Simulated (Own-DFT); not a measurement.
# Forces on the neighbours of a vacancy: 2H SiC, 71 atoms (C35Si36), with one C vacancy

Calculated results; nothing here was measured. They come from Own-DFT, an in-house plane-wave density functional program, since retired, whose code no person has reviewed. Each row is one single-point run on a periodic cell that was not relaxed, without spin or spin-orbit coupling.

Settings of every run: PBE; PseudoDojo norm-conserving scalar-relativistic files; cutoff 42 hartree; 4 x 4 x 3 k mesh centred on Gamma; Fermi-Dirac smearing of 0.1 eV.

Known limits: not probed for a lower state with spin; forces on such cells moved up to 12 meV/angstrom on a denser k mesh; stress not checked against mesh or cutoff.

Cell vectors in Å: (9.248, 0.000, 0.000); (-4.624, 8.009, 0.000); (0.000, 0.000, 10.068). Every atom was also moved at random, by a Gaussian of width 0.03 Å on each axis. The defect's site can differ from row to row. The empty site has 4 nearest neighbours, all Si. For each, d is its distance from the empty site and R the part of its force along the line away from it, positive outwards. The last column is the rms force component on atoms over 4.5 Å away.

```
run,d1 (Å),d2 (Å),d3 (Å),d4 (Å),R1 (eV/Å),R2 (eV/Å),R3 (eV/Å),R4 (eV/Å),far F (eV/Å)
1,1.862,1.869,1.917,1.918,-0.22,-0.41,-0.55,-0.50,0.86
2,1.859,1.863,1.876,1.920,0.11,-0.42,-0.25,-0.37,0.83
3,1.864,1.896,1.899,1.945,-0.30,-0.50,-0.35,-0.80,0.87
4,1.838,1.874,1.887,1.894,-0.13,-0.19,-0.41,-0.46,0.72
5,1.871,1.902,1.907,1.911,-0.57,-0.39,-0.81,-0.93,0.66
6,1.864,1.886,1.895,1.922,-0.08,-0.36,-0.31,-0.70,0.96
7,1.858,1.861,1.911,1.913,-0.03,-0.37,-0.38,-0.69,1.04
8,1.842,1.909,1.922,1.937,0.06,-0.84,-0.92,-0.47,0.85
9,1.825,1.871,1.892,1.939,?,?,?,?,?
```

## Worked fit

A straight line through the 32 neighbours shown gives R = -0.42 - 7.2 (d - 1.890) eV/Å, with a scatter of 0.18 left by the moves of the other atoms. The slope, with an error of 1.2, is the pull back towards the neighbour's own site. The constant, -0.42 ± 0.03 eV/Å, is the force at the mean distance: with one bond gone, the neighbours are pushed inwards, towards the empty site. It shows how a relaxation would start, not where it would end, and it depends somewhat on the width of the random moves.

## Withheld run

Question: what mean R should the neighbours of run 9 feel? Their mean d is 1.882 Å.

The line gives -0.36 ± 0.09 eV/Å, by the scatter of the means of the runs shown. The calculation gave R = 0.07, -0.43, -0.65, -0.53, a mean of -0.38 eV/Å.
